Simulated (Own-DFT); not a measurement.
## Calculated data, Hf7Si13 (HfSi2 crystal with substituted atoms, atoms displaced)

All values are calculated (Own-DFT development build). A calculation, not a measurement: plane-wave density functional theory by an unreviewed code, no spin, of a simulated periodic cell, stress positive in tension, run twice, with PBE and with PBEsol, both on files made for PBE, so the change isn't that of files made for PBEsol, hafnium file: forces about 75 meV/angstrom off all-electron values; forces on such cells moved up to 12 meV/angstrom on a denser k mesh; the far tail of each file's local potential was reset to the Coulomb form; each entry is a single point on an unrelaxed cell, so the pressure reflects the starting lattice, taken from the Materials Project, from which strain is counted, and rises with the displacements; printed positions are rounded, which can move forces by about a meV/angstrom; the program, named Own-DFT, is a retired in-house code; no spin-orbit coupling; stress was not checked against mesh or cutoff.

Entry: Hf7Si13 (HfSi2 crystal with substituted atoms, atoms displaced)

```
Hf7Si13
1.0
     -7.2972     7.0724    -1.7824
      3.6486     7.0873     5.7379
      3.6486     3.5213    -8.4115
Hf Si Hf Si Hf Si Hf Si Hf Si Hf Si Hf Si Hf Si Hf Si Hf Si
2 4 3 3 2 4 2 4 2 4 2 4 2 4 2 4 2 4 2 4
Direct
  0.52077 0.54986 0.76923
  0.27686 0.25209 0.04535
  0.42832 0.29833 0.79490
  0.36887 0.49389 0.00305
  0.27001 0.59563 0.70748
  0.51640 0.20639 0.09777
  0.72176 0.73798 0.96067
  0.47783 0.45485 0.24338
  0.62571 0.50537 0.01127
  0.57118 0.69922 0.20337
  0.47782 0.80379 0.90501
  0.72598 0.40450 0.30299
  0.91504 0.94873 0.15497
  0.67421 0.66189 0.45135
  0.82540 0.70012 0.20126
  0.77420 0.90589 0.40793
  0.67835 0.99208 0.10943
  0.92445 0.60499 0.49347
  0.02795 0.53287 0.75076
  0.78462 0.25324 0.04272
  0.92504 0.29656 0.80243
  0.87597 0.50599 0.99385
  0.78315 0.60097 0.70661
  0.02214 0.20980 0.10253
  0.23092 0.74504 0.96073
  0.97719 0.45362 0.24467
  0.12334 0.50026 0.99967
  0.06978 0.69576 0.20241
  0.97380 0.79744 0.89548
  0.22325 0.40351 0.30096
  0.42172 0.95259 0.15281
  0.17121 0.66161 0.45047
  0.32422 0.70560 0.20046
  0.28003 0.89638 0.39895
  0.18040 0.00494 0.10872
  0.42909 0.61125 0.49716
  0.62065 0.14610 0.36025
  0.36723 0.85822 0.65039
  0.52267 0.90613 0.40071
  0.47364 0.10399 0.60369
  0.37420 0.19912 0.30430
  0.62274 0.80359 0.69827
  0.81814 0.34838 0.55890
  0.58218 0.05352 0.84167
  0.73465 0.09686 0.59688
  0.67965 0.29810 0.79984
  0.58510 0.39961 0.50073
  0.82259 0.01294 0.90084
  0.12668 0.13949 0.35151
  0.87588 0.85351 0.65018
  0.02190 0.90823 0.39372
  0.97595 0.10297 0.59819
  0.89102 0.19064 0.29133
  0.12336 0.80238 0.70190
  0.31545 0.34782 0.55843
  0.08017 0.05426 0.84431
  0.22843 0.09411 0.60517
  0.18333 0.29838 0.80276
  0.08131 0.40309 0.50566
  0.31401 0.99694 0.90023
```

- functional: PBE, then PBEsol
- potential files: PseudoDojo norm-conserving, scalar-relativistic, standard set
- wave cutoff: 42 hartree
- occupations: cold (Marzari-Vanderbilt)
- smearing width: 0.2 eV
- k mesh: 4 x 4 x 4 centred on Gamma
- PBE pressure: 5.36 GPa
- PBE stress xx: -5.74 GPa
- PBE stress yy: -6.05 GPa
- PBE stress zz: -4.3 GPa
- PBE stress yz: 0.56 GPa
- PBE stress xz: 0.59 GPa
- PBE stress xy: 0.26 GPa
- PBEsol pressure: 2.02 GPa
- PBEsol stress xx: -2.74 GPa
- PBEsol stress yy: -2.61 GPa
- PBEsol stress zz: -0.69 GPa
- PBEsol stress yz: 0.6 GPa
- PBEsol stress xz: 0.62 GPa
- PBEsol stress xy: 0.27 GPa
- rms change of force components from PBE to PBEsol: 0.032 eV/Å

Force:
```csv
force element,PBE force x (eV/Å),PBE force y (eV/Å),PBE force z (eV/Å),PBEsol force x (eV/Å),PBEsol force y (eV/Å),PBEsol force z (eV/Å)
Hf,-1.071,-1.216,1.865,-1.056,-1.165,1.793
Hf,0.695,-0.418,0.344,0.694,-0.421,0.296
Si,0.243,0.204,-0.382,0.246,0.222,-0.383
Si,0.137,0.166,0.283,0.102,0.199,0.274
Si,-0.588,0.547,-0.077,-0.591,0.517,-0.129
Si,-1.743,0.972,-0.029,-1.736,0.963,0.028
Hf,-0.084,2.466,1.973,-0.084,2.358,1.9
Hf,2.043,-0.326,-1.732,1.947,-0.303,-1.661
Hf,-0.713,-1.578,-0.614,-0.68,-1.54,-0.603
Si,1.324,1.486,-0.185,1.265,1.443,-0.174
Si,-0.031,-0.411,-0.511,-0.02,-0.414,-0.569
Si,-1.013,-0.37,0.923,-1.028,-0.347,0.976
Hf,-1.926,0.57,-0.639,-1.895,0.579,-0.602
Hf,-0.556,-0.164,0.283,-0.555,-0.177,0.243
Si,0.253,0.015,-0.253,0.266,0.001,-0.244
Si,-0.371,-0.465,0.167,-0.373,-0.483,0.17
Si,1.227,-0.601,0.682,1.219,-0.601,0.621
Si,-0.025,0.166,-0.087,-0.025,0.172,-0.028
Hf,0.805,1.329,0.079,0.795,1.329,0.116
Hf,0.799,-0.488,-0.698,0.829,-0.472,-0.669
Si,-0.336,0.184,0.342,-0.33,0.196,0.328
Si,-1.01,0.451,-0.843,-0.966,0.412,-0.812
Si,0.777,-1.028,-0.201,0.766,-1.017,-0.257
Si,-2.504,0.125,1.107,-2.511,0.147,1.182
Hf,0.786,-0.906,0.499,0.769,-0.884,0.536
Hf,0.495,0.432,0.074,0.483,0.422,0.042
Si,-0.081,0.034,-0.121,-0.079,0.028,-0.121
Si,-0.035,0.627,0.355,-0.042,0.626,0.338
Si,0.614,0.315,-0.982,0.632,0.287,-1.029
Si,-0.337,0.269,0.518,-0.339,0.275,0.58
Hf,-0.451,0.179,-1.114,-0.43,0.18,-1.069
Hf,-0.716,-0.173,0.331,-0.71,-0.184,0.284
Si,0.035,-0.263,-0.301,0.024,-0.276,-0.282
Si,0.576,0.075,0.13,0.59,0.069,0.129
Si,0.539,-1.676,0.14,0.549,-1.646,0.07
Si,0.392,-0.651,-0.501,0.395,-0.622,-0.446
Hf,-0.723,0.486,0.345,-0.721,0.483,0.363
Hf,-1.071,0.292,0.007,-1.056,0.282,-0.023
Si,-0.155,-0.17,-0.255,-0.161,-0.157,-0.249
Si,-0.267,-0.244,-0.047,-0.281,-0.24,-0.045
Si,0.12,0.015,-0.35,0.118,-0.01,-0.41
Si,-0.102,0.29,0.097,-0.112,0.297,0.156
Hf,-1.837,0.836,-0.21,-1.819,0.83,-0.176
Hf,1.154,-0.593,0.074,1.146,-0.594,0.042
Si,0.846,0.076,0.005,0.866,0.077,0.003
Si,0.049,-0.287,0.103,0.076,-0.263,0.097
Si,2.091,-0.797,-0.279,2.087,-0.8,-0.347
Si,-1.15,-0.671,-0.252,-1.139,-0.641,-0.193
Hf,0.609,1.496,-0.405,0.6,1.477,-0.353
Hf,0.069,0.066,0.781,0.069,0.055,0.743
Si,-0.134,-0.184,-0.894,-0.144,-0.17,-0.874
Si,-0.223,0.059,-0.305,-0.231,0.07,-0.299
Si,3.608,-0.208,-1.071,3.6,-0.228,-1.135
Si,-0.373,-0.049,0.393,-0.385,-0.022,0.467
Hf,-1.742,1.025,-0.203,-1.713,1.013,-0.172
Hf,1.123,-0.482,0.113,1.105,-0.489,0.077
Si,0.24,0.038,0.868,0.243,0.028,0.844
Si,0.265,-0.566,0.041,0.269,-0.571,0.05
Si,0.519,-1.837,0.354,0.527,-1.813,0.277
Si,-1.064,1.533,0.264,-1.061,1.513,0.331
```
